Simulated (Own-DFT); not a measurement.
TiO2 (rutile, strained, atoms displaced) (calculated)

All values are calculated (Own-DFT development build). A calculation, not a measurement: plane-wave PBE density functional theory by an unreviewed code, no spin, of a simulated periodic cell, stress positive in tension, free energy of the whole cell less one offset for each atom, oxygen file: force components 24 meV/angstrom off all-electron in one glass; forces on such cells passed a denser k mesh, this cell's mesh not checked; offsets are fitted by least squares, one for each functional and potential file, so energies compare only between cells with the same atoms and settings and are not formation energies; the far tail of each file's local potential was reset to the Coulomb form; each entry is a single point on an unrelaxed cell, so the pressure reflects the starting lattice, mostly measured values (interpolated for alloys), from which strain is counted, and rises with the displacements; printed positions are rounded, which can move forces by about a meV/angstrom; the program, named Own-DFT, is a retired in-house code; no spin-orbit coupling; before rounding, a Quantum ESPRESSO 7.3.1 run of the same cell and cutoff gave forces within 1 meV/angstrom rms on each cell, which checks the program and not the settings.

Settings shared by all entries: functional PBE; potential files PseudoDojo norm-conserving, scalar-relativistic, standard set; wave cutoff 72 hartree; occupations Fermi-Dirac; smearing width 0.1 eV; k mesh 3 x 3 x 3 centred on Gamma.

(1) TiO2 (rutile, strained, atoms displaced)

```
TiO2
1.0
      9.2323     0.0713     0.0947
      0.0713     9.1229     0.1009
      0.0915     0.0975     9.0081
Ti O Ti O Ti O Ti O Ti O Ti O Ti O Ti O Ti O Ti O Ti O Ti O
2 4 2 4 2 4 2 4 2 4 2 4 2 4 2 4 2 4 2 4 2 4 2 4
Direct
  0.00345 0.99488 0.99580
  0.24973 0.25088 0.17506
  0.15812 0.14799 0.99888
  0.34104 0.34534 0.99559
  0.40286 0.09922 0.16943
  0.09087 0.39771 0.16510
  0.99686 0.00831 0.32790
  0.24593 0.24515 0.49555
  0.15450 0.15025 0.33069
  0.34405 0.34919 0.33509
  0.39489 0.10808 0.49643
  0.09927 0.40205 0.49707
  0.99945 0.99826 0.67198
  0.25651 0.24789 0.83739
  0.15460 0.15139 0.66670
  0.35272 0.35851 0.65912
  0.39561 0.09879 0.84030
  0.10209 0.41182 0.83516
  0.00677 0.49016 0.00258
  0.24727 0.75068 0.16366
  0.14617 0.65653 0.00885
  0.35593 0.83918 0.99668
  0.40566 0.59080 0.15785
  0.08172 0.90763 0.17283
  0.99341 0.50022 0.32892
  0.24737 0.75689 0.49864
  0.14922 0.64922 0.33120
  0.34983 0.85071 0.33216
  0.40880 0.59426 0.50815
  0.10013 0.90455 0.50030
  0.99567 0.50525 0.66098
  0.25074 0.75570 0.82984
  0.15529 0.65158 0.66944
  0.34979 0.84994 0.66914
  0.40436 0.59671 0.84176
  0.09912 0.89977 0.83328
  0.49098 0.99154 0.00236
  0.75095 0.25456 0.16501
  0.65475 0.15442 0.99734
  0.84219 0.34964 0.99587
  0.91117 0.10753 0.16939
  0.60391 0.39976 0.16344
  0.50249 0.00447 0.33549
  0.74691 0.24094 0.50163
  0.64482 0.14066 0.33646
  0.83286 0.35102 0.33421
  0.90231 0.10038 0.49202
  0.59622 0.39271 0.49866
  0.50303 0.99970 0.66223
  0.76038 0.25294 0.83814
  0.64441 0.14939 0.65965
  0.84044 0.34503 0.67591
  0.90117 0.09728 0.83482
  0.59536 0.39547 0.82909
  0.49508 0.50869 0.99263
  0.75264 0.75629 0.15764
  0.64580 0.64655 0.99576
  0.85089 0.84325 0.98962
  0.90986 0.58938 0.16237
  0.59878 0.90855 0.15502
  0.50082 0.49829 0.33340
  0.75454 0.75899 0.49437
  0.64788 0.65539 0.34590
  0.84891 0.84929 0.32725
  0.90640 0.58976 0.50150
  0.59736 0.90397 0.49527
  0.50037 0.50569 0.66247
  0.74332 0.75655 0.82433
  0.65318 0.65860 0.67025
  0.83956 0.85063 0.67254
  0.90582 0.58362 0.83418
  0.59986 0.90983 0.84122
```

* free energy of cell above offsets: -16.353 eV
* pressure: 3.62 GPa
* stress xx: -4.53 GPa
* stress yy: -5.53 GPa
* stress zz: -0.8 GPa
* stress yz: 3.36 GPa
* stress xz: 2.2 GPa
* stress xy: 3.4 GPa

Force:
```tsv
element	x (eV/Å)	y (eV/Å)	z (eV/Å)
Ti	0.197	1.297	1.123
Ti	0.929	0.339	-1.649
O	-1.119	-0.738	0.318
O	0.25	0.257	0.69
O	-0.239	-0.081	-0.154
O	0.824	-0.931	0.935
Ti	-0.085	0.469	0.346
Ti	-0.43	1.566	1.786
O	-0.337	-0.224	0.262
O	0.191	0.33	-0.824
O	1.718	-2.096	0.386
O	-0.47	-0.152	-0.131
Ti	0.599	1.32	-1.124
Ti	-0.172	1.462	-0.483
O	-0.946	-0.645	0.151
O	-0.881	-1.04	0.46
O	1.016	-0.996	-1.001
O	0.469	-1.168	-0.155
Ti	-0.028	0.384	-2.324
Ti	-0.238	-1.041	0.546
O	0.886	0.705	-0.086
O	-1.041	0.017	0.236
O	-1.098	1.052	1.568
O	1.972	-1.627	-1.215
Ti	0.271	-0.7	0.565
Ti	0.001	-0.571	-0.5
O	0.768	0.777	0.106
O	-0.713	-0.86	-0.016
O	-0.997	1.384	-1.726
O	-0.21	-0.281	0.49
Ti	0.685	-1.064	2.007
Ti	0.139	-1.709	-0.185
O	0.324	0.718	-0.078
O	-0.152	-0.17	-0.258
O	-1.212	1.216	-1.641
O	-0.357	0.373	-0.227
Ti	0.635	2.106	-0.161
Ti	-1.199	-0.025	-0.756
O	-0.085	-0.408	0.779
O	0.719	-0.043	0.545
O	-0.503	-0.087	-0.548
O	-0.713	0.379	0.978
Ti	-0.787	0.399	-1.075
Ti	-0.317	1.13	0.205
O	1.221	0.953	-0.177
O	0.857	0.023	-0.034
O	0.168	-0.458	1.194
O	-0.183	0.785	-0.372
Ti	0.048	1.26	0.89
Ti	-2.425	0.699	0.77
O	-0.089	-0.79	0.366
O	0.94	0.314	-2.003
O	1.065	-1.131	-0.308
O	-0.103	0.497	0.164
Ti	1.277	-2.222	0.183
Ti	-0.488	-0.784	-0.277
O	1.502	1.44	0.751
O	-0.103	0.009	1.104
O	-1.82	1.741	0.563
O	0.975	-1.302	1.197
Ti	0.543	-0.436	-0.143
Ti	-0.77	-1.127	-0.407
O	0.784	0.371	-0.649
O	-0.522	-0.457	0.07
O	-1.392	1.785	-0.684
O	-0.002	-0.242	0.949
Ti	0.219	-2.312	1.04
Ti	-0.284	-1.926	1.079
O	0.11	0.048	-0.471
O	1.422	0.877	-1.357
O	-1.04	1.659	-0.449
O	-0.176	-0.293	-1.156
```

(2) TiO2 (rutile, strained, atoms displaced)

```
TiO2
1.0
      9.1501    -0.0376    -0.0236
     -0.0376     9.2482     0.1573
     -0.0228     0.1519     8.9173
Ti O Ti O Ti O Ti O Ti O Ti O Ti O Ti O Ti O Ti O Ti O Ti O
2 4 2 4 2 4 2 4 2 4 2 4 2 4 2 4 2 4 2 4 2 4 2 4
Direct
  0.99226 0.98892 0.99880
  0.24650 0.24062 0.16983
  0.15777 0.15436 0.00113
  0.33581 0.35705 0.99450
  0.40077 0.07999 0.16885
  0.09559 0.40405 0.17080
  0.00476 0.99785 0.33354
  0.25243 0.23731 0.49377
  0.15250 0.14507 0.33472
  0.35540 0.34249 0.33352
  0.39335 0.09065 0.50215
  0.10288 0.40595 0.49195
  0.99793 0.00283 0.66859
  0.24311 0.25389 0.82758
  0.15416 0.15182 0.67833
  0.34963 0.34589 0.66856
  0.39353 0.10386 0.83646
  0.09722 0.40177 0.83220
  0.01207 0.50306 0.00705
  0.24500 0.74524 0.15951
  0.15624 0.64811 0.00071
  0.34058 0.83831 0.00105
  0.40103 0.60193 0.16424
  0.09941 0.91130 0.15877
  0.99331 0.49998 0.32855
  0.24686 0.76060 0.50946
  0.15861 0.65396 0.33379
  0.35177 0.83968 0.34337
  0.40776 0.59337 0.49570
  0.08734 0.90103 0.50349
  0.00716 0.49610 0.67826
  0.25106 0.75378 0.83255
  0.15491 0.65267 0.67246
  0.33607 0.84778 0.67107
  0.40254 0.60330 0.84319
  0.10535 0.90876 0.83648
  0.50184 0.99990 0.00528
  0.74910 0.24258 0.17094
  0.64497 0.15169 0.99826
  0.84835 0.35539 0.00281
  0.89817 0.09898 0.16178
  0.60620 0.40804 0.17266
  0.50169 0.99698 0.32599
  0.75288 0.25462 0.50622
  0.66270 0.15073 0.32599
  0.84437 0.34887 0.34083
  0.89699 0.10299 0.49979
  0.59789 0.40320 0.50387
  0.50627 0.00338 0.66631
  0.74641 0.25021 0.82919
  0.65472 0.15061 0.67573
  0.84473 0.33301 0.66241
  0.89111 0.09780 0.82634
  0.60016 0.40093 0.83442
  0.49088 0.50400 0.00049
  0.74742 0.74109 0.16421
  0.66506 0.65446 0.99493
  0.85124 0.85155 0.00867
  0.89495 0.58979 0.16548
  0.59843 0.89909 0.16860
  0.49804 0.49643 0.32841
  0.74092 0.76052 0.50345
  0.64093 0.64872 0.33301
  0.84921 0.84574 0.34407
  0.90489 0.61201 0.49334
  0.59129 0.90070 0.49206
  0.50091 0.49856 0.66790
  0.76683 0.74401 0.84017
  0.66184 0.65568 0.65643
  0.85050 0.84464 0.66942
  0.90056 0.60529 0.83083
  0.59729 0.89712 0.83348
```

* free energy of cell above offsets: -15.458 eV
* pressure: 5.78 GPa
* stress xx: -6.74 GPa
* stress yy: -5.63 GPa
* stress zz: -4.95 GPa
* stress yz: 5.04 GPa
* stress xz: -0.68 GPa
* stress xy: -1.81 GPa

Force:
```tsv
element	x (eV/Å)	y (eV/Å)	z (eV/Å)
Ti	0.935	2.258	-0.142
Ti	0.142	0.715	-2.396
O	-0.537	0.043	0.983
O	1.014	0.124	1.29
O	-1.321	1.725	-0.598
O	0.683	-0.618	-0.296
Ti	-2.214	-0.948	-0.368
Ti	0.069	1.855	1.461
O	0.265	0.56	-0.08
O	-1.187	-1.269	-0.237
O	0.519	0.121	-0.195
O	-0.308	-0.44	1.174
Ti	-0.935	0.184	0.05
Ti	1.757	-0.915	0.87
O	-0.871	-0.332	-1.726
O	0.03	0.296	-0.586
O	1.404	-1.407	-0.189
O	-0.705	0.579	0.622
Ti	-2.011	-1.717	0.396
Ti	0.215	-0.069	2.682
O	-0.965	-0.243	-0.081
O	1.268	1.37	-0.287
O	0.221	-0.463	-0.474
O	0.231	-0.635	1.047
Ti	0.182	0.846	3.435
Ti	0.323	-1.461	-2.45
O	-0.714	0.005	-0.294
O	0.005	0.96	-0.623
O	-0.715	0.359	1.073
O	0.759	0.171	0.044
Ti	-0.515	1.205	-3.846
Ti	0.106	0.175	0.241
O	-0.761	-0.951	0.242
O	1.527	1.058	-0.434
O	0.398	-0.07	-0.989
O	-0.982	-0.081	0.094
Ti	0.085	-0.015	-2.356
Ti	0.652	1.462	-1.386
O	0.05	-0.117	0.464
O	0.279	-0.401	-0.729
O	0.754	-0.482	0.231
O	-0.854	-0.047	-0.74
Ti	0.17	-0.924	0.993
Ti	-0.556	-0.017	-1.746
O	-1.955	-1.167	1.374
O	0.372	0.085	-0.536
O	1.123	-0.976	-0.034
O	0.113	-0.456	0.379
Ti	0.02	-0.168	1.556
Ti	0.252	0.654	2.378
O	-1.543	-0.957	-0.967
O	1.793	2.307	0.774
O	1.179	-0.827	0.462
O	-0.457	0.617	0.152
Ti	0.351	-1.278	0.448
Ti	-0.671	-0.455	2.268
O	-1.238	-0.589	1.001
O	-0.649	-0.969	-0.436
O	0.321	0.881	-0.864
O	0.116	-0.087	-0.083
Ti	0.638	0.555	1.096
Ti	1.409	-1.328	-0.544
O	1.467	1.271	-0.601
O	0.506	0.818	-2.036
O	0.545	-1.646	0.338
O	-0.122	0.82	1.482
Ti	0	0.195	-1.534
Ti	-1.517	1.245	-2.066
O	-1.37	-1.214	2.089
O	0.403	1.19	-0.086
O	1.815	-1.766	-0.013
O	-0.799	0.794	-0.138
```

(3) TiO2 (rutile, strained, atoms displaced)

```
TiO2
1.0
      9.0817     0.0339     0.0967
      0.0339     9.3460    -0.1557
      0.0934    -0.1504     8.8099
Ti O Ti O Ti O Ti O Ti O Ti O Ti O Ti O Ti O Ti O Ti O Ti O
2 4 2 4 2 4 2 4 2 4 2 4 2 4 2 4 2 4 2 4 2 4 2 4
Direct
  0.99746 0.99731 0.99988
  0.24540 0.25046 0.16049
  0.15110 0.15199 0.99478
  0.35478 0.35502 0.99784
  0.40581 0.10231 0.16321
  0.09732 0.39898 0.17676
  0.99617 0.99587 0.32812
  0.25115 0.24632 0.50207
  0.14340 0.15383 0.32430
  0.34397 0.34771 0.33217
  0.39409 0.09422 0.50073
  0.09985 0.40019 0.50109
  0.00932 0.00266 0.68119
  0.24907 0.23815 0.83161
  0.15796 0.14551 0.65769
  0.34865 0.35659 0.66111
  0.40367 0.09686 0.82085
  0.09786 0.41646 0.83389
  0.00276 0.50542 0.00115
  0.24323 0.74943 0.16358
  0.15281 0.65351 0.99471
  0.35517 0.85200 0.00895
  0.40444 0.59871 0.17043
  0.09682 0.90775 0.16373
  0.00309 0.51146 0.33601
  0.24832 0.74959 0.50250
  0.14355 0.65318 0.33056
  0.34415 0.85251 0.33129
  0.40020 0.59403 0.49308
  0.09992 0.89950 0.48886
  0.00186 0.49843 0.67650
  0.25009 0.74351 0.83312
  0.15109 0.65384 0.65751
  0.34096 0.84746 0.66825
  0.39893 0.60109 0.82465
  0.09356 0.90442 0.84322
  0.50075 0.99501 0.00032
  0.74953 0.24070 0.16846
  0.65506 0.15628 0.00199
  0.84469 0.34962 0.00120
  0.89381 0.10237 0.16706
  0.60380 0.40758 0.16834
  0.50632 0.99566 0.32701
  0.74073 0.25165 0.50190
  0.65717 0.14766 0.33514
  0.85215 0.35211 0.33424
  0.90917 0.10621 0.49087
  0.60471 0.39962 0.51388
  0.50422 0.99436 0.66595
  0.74883 0.25364 0.83556
  0.65123 0.14179 0.66324
  0.85862 0.35703 0.67085
  0.90493 0.10277 0.83800
  0.59551 0.40214 0.84189
  0.50481 0.49690 0.00805
  0.74794 0.74622 0.16843
  0.64666 0.64272 0.00448
  0.84034 0.84924 0.99932
  0.90365 0.58660 0.16543
  0.60140 0.90620 0.16230
  0.50513 0.50290 0.32781
  0.74940 0.73671 0.50808
  0.66378 0.64629 0.33449
  0.84632 0.84940 0.33426
  0.89467 0.59349 0.49600
  0.60160 0.89958 0.49996
  0.49450 0.50610 0.67242
  0.75240 0.74916 0.83354
  0.64614 0.66336 0.65946
  0.85349 0.85344 0.65705
  0.90997 0.59224 0.83210
  0.58707 0.88982 0.83248
```

- free energy of cell above offsets: -15.307 eV
- pressure: 7.63 GPa
- stress xx: -8.46 GPa
- stress yy: -4.36 GPa
- stress zz: -10.06 GPa
- stress yz: -4.98 GPa
- stress xz: 4.73 GPa
- stress xy: 2.11 GPa

Force:
```tsv
element	x (eV/Å)	y (eV/Å)	z (eV/Å)
Ti	-0.807	0.931	1.626
Ti	0.105	0.659	2.619
O	0.021	0.101	-0.586
O	-1.428	-1.307	-0.515
O	0.32	-0.568	0.093
O	0.367	0.259	-1.804
Ti	-0.432	1.24	3.074
Ti	0.047	1.267	-2.609
O	1.063	0.243	-0.201
O	0.88	-0.001	-0.227
O	1.078	-0.524	-0.188
O	-0.08	0.512	-0.08
Ti	-1.233	-0.249	-3.436
Ti	1.139	1.283	-0.013
O	-0.469	0.119	1.764
O	-0.399	-0.803	0.793
O	-0.783	0.691	1.599
O	1.832	-2.19	0.013
Ti	-0.441	-1.931	0.862
Ti	1.026	0.661	1.67
O	0.045	0.339	0.462
O	-1.232	-1.016	-0.635
O	-0.57	0.439	0.458
O	0.534	-0.933	-1.491
Ti	-0.368	-2.87	0.686
Ti	0.082	0.895	-0.724
O	1.267	1.184	-0.492
O	0.298	-0.569	-0.644
O	0.233	0.417	0.698
O	-0.192	0.258	0.854
Ti	0.778	-1.625	-3.144
Ti	0.651	0.472	-1.281
O	0.045	0.437	1.256
O	0.078	-0.103	0.293
O	-0.489	0.779	1.714
O	0.909	-0.899	-1.098
Ti	-0.354	1.004	0.191
Ti	1.049	1.703	0.861
O	-0.804	-0.78	-1.013
O	0.444	-0.002	-0.569
O	1.078	-1.255	-0.644
O	-0.306	-0.327	-0.465
Ti	-1.366	0.529	1.911
Ti	2.135	0.069	-0.72
O	-0.805	0.046	0.081
O	-1.239	-0.895	-0.041
O	-0.185	-0.478	1.211
O	-0.637	0.79	-0.784
Ti	0.107	0.086	-1.588
Ti	0.217	0.718	0.236
O	0.742	0.893	0.634
O	-1.75	-1.706	0.353
O	0.144	-0.42	-0.261
O	0.419	0.002	-1.542
Ti	-0.466	-0.858	-0.084
Ti	0.694	-0.021	1.258
O	1.568	1.866	-0.8
O	0.255	-0.366	-0.397
O	-1.212	2.012	0.03
O	0.412	-0.758	-0.448
Ti	-1.14	-0.762	1.286
Ti	1.341	1.81	-1.703
O	-0.998	0.023	-0.808
O	-0.367	-0.667	-1.157
O	0.082	0.49	1.271
O	-0.665	0.194	-0.904
Ti	0.018	-1.77	-1.835
Ti	-0.123	0.372	-0.122
O	-0.407	-1.072	2.033
O	-0.329	-0.775	1.627
O	-2.522	2.782	1.643
O	1.091	-0.072	-0.114
```
